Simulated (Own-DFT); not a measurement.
# Computed records: SiC (twinned 3C silicon carbide, atoms displaced)

A calculation, not a measurement: plane-wave PBE density functional theory by an unreviewed code, no spin, of a simulated periodic cell, stress positive in tension, free energy of the whole cell less one offset for each atom, forces on such cells passed a denser k mesh, this cell's mesh not checked; offsets are fitted by least squares, one for each functional and potential file, so energies compare only between cells with the same atoms and settings and are not formation energies; the far tail of each file's local potential was reset to the Coulomb form; each entry is a single point on an unrelaxed cell, so the pressure reflects the starting lattice, mostly measured values (interpolated for alloys), from which strain is counted, and rises with the displacements; printed positions are rounded, which can move forces by about a meV/angstrom; the program, named Own-DFT, is a retired in-house code; no spin-orbit coupling. Program: Own-DFT development build.

Entry: SiC (twinned 3C silicon carbide, atoms displaced)

```
cell vectors (Å)
   4.3596    -4.3596     0.0000
   0.0000     4.3596    -4.3596
   8.7192     8.7192     8.7192
atoms (fractions of the cell vectors)
Si  0.00886  0.99841  0.43649
C   0.99751  0.00219  0.06312
Si  0.16373  0.32553  0.10152
C   0.16557  0.31996  0.22725
Si  0.33214  0.16421  0.26769
C   0.33352  0.16551  0.39578
Si  0.00589  0.49730  0.43986
C   0.00617  0.50856  0.06293
Si  0.16492  0.83309  0.10550
C   0.16149  0.82624  0.22409
Si  0.34259  0.67374  0.26859
C   0.33093  0.66021  0.39641
Si  0.49297  0.99785  0.43621
C   0.50990  0.00508  0.06316
Si  0.66534  0.33010  0.10532
C   0.66592  0.34365  0.23121
Si  0.84534  0.17650  0.26845
C   0.83467  0.15822  0.39605
Si  0.50281  0.49538  0.43343
C   0.49655  0.50090  0.06234
Si  0.65847  0.82903  0.10244
C   0.66774  0.83442  0.23147
Si  0.83537  0.67213  0.27083
C   0.83129  0.66949  0.39205
Si  0.00500  0.00326  0.93853
C   0.99406  0.99564  0.56550
Si  0.83667  0.67234  0.60506
C   0.83557  0.66680  0.72943
Si  0.65134  0.82758  0.77150
C   0.65926  0.83363  0.89942
Si  0.01340  0.50631  0.93535
C   0.99605  0.50750  0.56317
Si  0.83252  0.16321  0.60355
C   0.83294  0.15764  0.72890
Si  0.66381  0.32373  0.77522
C   0.66882  0.32841  0.89817
Si  0.49261  0.98970  0.93558
C   0.50530  0.00060  0.56306
Si  0.32929  0.67592  0.60252
C   0.33131  0.66155  0.72915
Si  0.17079  0.83316  0.77670
C   0.16001  0.83024  0.89445
Si  0.49826  0.50325  0.93584
C   0.50748  0.51346  0.56170
Si  0.32439  0.15421  0.60694
C   0.33742  0.16691  0.72706
Si  0.17060  0.32819  0.77106
C   0.17041  0.34026  0.89468
```

It was run with functional PBE, potential files PseudoDojo norm-conserving, scalar-relativistic, standard set, wave cutoff 42 hartree, occupations Fermi-Dirac, smearing width 0.1 eV and k mesh 5 x 5 x 2 centred on Gamma.

It finds free energy of cell above offsets -6.739 eV; pressure 3.9 GPa; stress xx -3.87 GPa; stress yy -4.14 GPa; stress zz -3.7 GPa; stress yz -0.31 GPa; stress xz -0.08 GPa; stress xy -0.36 GPa.

Force:
| element | x (eV/Å) | y (eV/Å) | z (eV/Å) |
| --- | --- | --- | --- |
| Si | -0.815 | 1.288 | 0.699 |
| C | -0.396 | -0.972 | 0.54 |
| Si | 0.701 | 1.162 | -0.68 |
| C | 0.441 | 0.752 | -1.775 |
| Si | 0.515 | -0.073 | 0.851 |
| C | -0.472 | -0.85 | -0.383 |
| Si | -1.638 | 0.113 | -0.349 |
| C | -0.682 | -0.632 | 0.55 |
| Si | -0.34 | -0.995 | -1.274 |
| C | 1.833 | 1.092 | 0.629 |
| Si | -0.866 | 0.414 | 1.499 |
| C | -0.324 | -0.255 | -0.977 |
| Si | 1.235 | -1.02 | 0.371 |
| C | -1.587 | 0.643 | 0.334 |
| Si | 0.27 | 0.23 | -1.189 |
| C | -0.157 | -1.528 | 0.41 |
| Si | -0.577 | 1.142 | 1.375 |
| C | -0.011 | 0.596 | -0.778 |
| Si | 1.034 | 1.519 | 0.13 |
| C | -0.097 | -0.766 | 0.393 |
| Si | 1.217 | 0.099 | 0.345 |
| C | -0.401 | -0.572 | -1.459 |
| Si | -0.175 | -0.28 | -0.085 |
| C | 1.467 | -0.582 | 0.951 |
| Si | -0.893 | 0.734 | 0.005 |
| C | 0.246 | -0.992 | -1.366 |
| Si | -0.788 | 0.553 | 1.054 |
| C | 0.439 | 0.731 | 0.968 |
| Si | 1.5 | -1.641 | -0.226 |
| C | 0.141 | -1.736 | -0.701 |
| Si | -0.935 | 1.528 | 1.595 |
| C | 0.338 | -0.923 | 0.749 |
| Si | 0.471 | 0.748 | -0.436 |
| C | 0.261 | 0.799 | -0.136 |
| Si | -0.188 | -0.89 | -1.989 |
| C | -0.241 | 0.396 | -0.299 |
| Si | 1.399 | 1.615 | -0.438 |
| C | -0.954 | 0.797 | -0.608 |
| Si | 0.588 | -1.23 | 1.204 |
| C | -0.55 | 0.75 | 0.055 |
| Si | -2.753 | -1.475 | -1.687 |
| C | 1.485 | 0.887 | 0.29 |
| Si | 1.053 | -0.506 | 0.945 |
| C | -1.03 | -0.228 | 1.38 |
| Si | 0.307 | -0.462 | -2.549 |
| C | 1.005 | 0.857 | 1.733 |
| Si | -1.068 | 0.003 | -0.521 |
| C | -0.006 | -0.841 | 0.852 |
